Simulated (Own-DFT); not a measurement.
# What it costs to cut wurtzite GaN, m plane (10-10)

The numbers are computed, not measured, by runs of the plane-wave DFT program Own-DFT (in-house, retired, unreviewed) at fixed positions, with no spin and no spin-orbit coupling.

Caveats (not all hold for every row): k mesh not checked against a denser one; forces on such cells passed a denser k mesh, each cell not checked.

Both sets of runs: PBE; PseudoDojo norm-conserving scalar-relativistic files (stringent for Ga); cutoff 96 hartree; Gaussian smearing of 0.01 eV. The slab has 64 atoms in 16 layers, two equal faces of 33.07 Å² as cut, 15 Å of vacuum, a dipole correction along the normal and a 6 x 6 x 1 mesh. The bulk cell has 96 atoms, the same measured lattice constants and a 3 x 4 x 3 mesh. In the slab only the 16 atoms nearest the faces were moved at random; u is their rms move along one axis. Energies are counted from -3520.29 eV for each atom.

```
slab run,u (Å),E (eV, cell)
1,0.0500,8.312
2,0.0503,8.919
3,0.0526,8.650
4,0.0567,9.599
5,0.0793,9.614
6,0.0867,11.178
7,0.0960,10.451
8,0.0970,10.628
9,0.1010,11.868
10,0.1033,11.859
11,0.1093,12.074
12,0.1097,11.619
```

```
bulk run,u (Å),E (meV/atom)
1,0.0184,-0.29
2,0.0190,0.52
3,0.0202,1.40
4,0.0202,1.70
5,0.0203,2.03
6,0.0204,2.32
7,0.0207,4.08
8,0.0470,53.44
9,0.0509,66.47
10,0.0513,63.31
```

The question: what is the energy of the unrelaxed surface?

## Working it out

Take each set to u = 0 with E = a + b u². Rows are weighted down as u grows, with residuals divided by u² + 0.0006 Å². Slab: a = 7.85 ± 0.23 eV. Bulk: a = -9.7 ± 0.4 meV/atom. The excess is 7.85 - 64 x (-0.0097) = 8.47 ± 0.23 eV. Over two faces that is 128 meV/Å², or 2.05 ± 0.06 J/m². Relaxing the faces would lower the energy, and the unlike meshes and the reach from the smallest u down to zero add errors that aren't counted here.
